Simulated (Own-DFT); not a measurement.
# A change of arrangement and its cost: C16Si16, 32 atoms

The numbers are computed, not measured, by runs of the plane-wave DFT program Own-DFT (in-house, retired, unreviewed) at fixed positions, with no spin and no spin-orbit coupling.

All runs used: PBE; PseudoDojo norm-conserving scalar-relativistic files; cutoff 42 hartree; 5 x 5 x 3 k mesh centred on Gamma; Fermi-Dirac smearing of 0.1 eV.

Known weak points: forces on such cells passed a denser k mesh, each cell not checked; stress not checked against mesh or cutoff.

All cells hold the same atoms in the same cell, with vectors in Å (6.165, 0.000, 0.000); (-3.083, 5.339, 0.000); (0.000, 0.000, 10.068). Every atom was moved at random from its ideal site; u is the rms move along one axis. E is the free energy of the cell above the lowest run. The arrangements:

- A: 2H SiC
- B: 4H SiC

```
arrangement,u (Å),E (eV),P (GPa)
A,0.0251,0.116,3.65
A,0.0306,0.511,3.87
A,0.0308,0.458,4.01
A,0.0624,4.058,6.89
A,0.0648,4.448,7.05
A,0.0664,4.208,6.76
B,0.0267,0.000,3.48
B,0.0282,0.153,3.60
B,0.0300,0.208,3.56
B,0.0541,2.999,5.76
B,0.0562,2.979,5.93
B,0.0654,5.208,7.33
```

Question: what order do the arrangements take when the shaking is discounted?

## Solution

Fit E = a + b u², with one b for all and one a for each arrangement, and with residuals divided by u², since the noise grows with the moves. Then b = 1250 eV/Å², the scatter at u = 0.04 Å is 0.14 eV, and against A:

- B: -0.18 ± 0.05 eV (lower)

The cells share one lattice and weren't relaxed, which can shift such small differences either way.
